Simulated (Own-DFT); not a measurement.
# Response to strain: wurtzite AlGaN with randomly placed atoms, 72 atoms (Al9Ga27N36)

These are calculations, not measurements. They come from Own-DFT, an in-house plane-wave density functional program, since retired, whose code no person has reviewed. Each row is one single-point run on a periodic cell that was not relaxed, without spin or spin-orbit coupling.

Settings of every run: PBE; PseudoDojo norm-conserving scalar-relativistic files (stringent for Ga); cutoff 96 hartree; 4 x 4 x 3 k mesh centred on Gamma; Gaussian smearing of 0.01 eV.

Known limits: forces on such cells passed a denser k mesh, each cell not checked; stress not checked against mesh or cutoff.

Unstrained cell vectors in Å: (9.509, 0.000, 0.000); (-4.755, 8.235, 0.000); (0.000, 0.000, 10.268). The unstrained cell has measured lattice constants (interpolated for alloys), not those of this functional. That, the random moves and any unrelaxed bonds set the pressure at no strain. Each run strains this cell uniformly, with the atoms carried along. Every atom was also moved at random, by a Gaussian of width 0.05 Å on each axis. The random placing of the alloy's atoms differs from row to row. Strain is the symmetric tensor, in per cent. Stress is positive in tension, and the pressure is minus a third of its trace.

```
run  e_xx (%)  e_yy (%)  e_zz (%)  s_xx (GPa)  s_yy (GPa)  s_zz (GPa)  P (GPa)  E (meV/atom)
  1     -2.75     -2.75      0.00      -24.21      -24.06      -11.83    20.03          80.3
  2      2.75      2.75      0.00        5.92        6.12       -1.88    -3.38           0.0
  3     -2.50     -2.50      0.00      -24.16      -20.43      -11.09    18.56          62.3
  4     -0.75     -0.75      0.00      -11.31       -8.45      -11.19    10.32          25.6
  5      2.00      2.00      0.00        3.29        2.01       -5.98     0.23          32.2
  6      2.25      2.25      0.00        5.00        4.18       -4.88    -1.43           5.1
  7      1.50      1.50      0.00        2.69        0.00       -7.17     1.49          24.8
  8     -3.00     -3.00      0.00      -26.37      -26.16      -12.54    21.69          96.6
  9     -1.50     -1.50      0.00           ?           ?           ?        ?             ?
```

E is the free energy for each atom above the lowest run shown.

## Worked fit

The change of volume is close to e_xx + e_yy + e_zz. A straight line through the runs shown gives P = 8.28 - 213 x (fractional change of volume) GPa, with an error of 5 on the slope and a scatter of 0.65 GPa. The strain isn't the same on all axes and the cell isn't cubic, so the slope belongs to this path and is not the bulk modulus.

## Withheld run

Question: what pressure should run 9 give? Its volume changes by -2.98 %.

The line gives 14.6 GPa. The calculation gave 13.49 GPa.
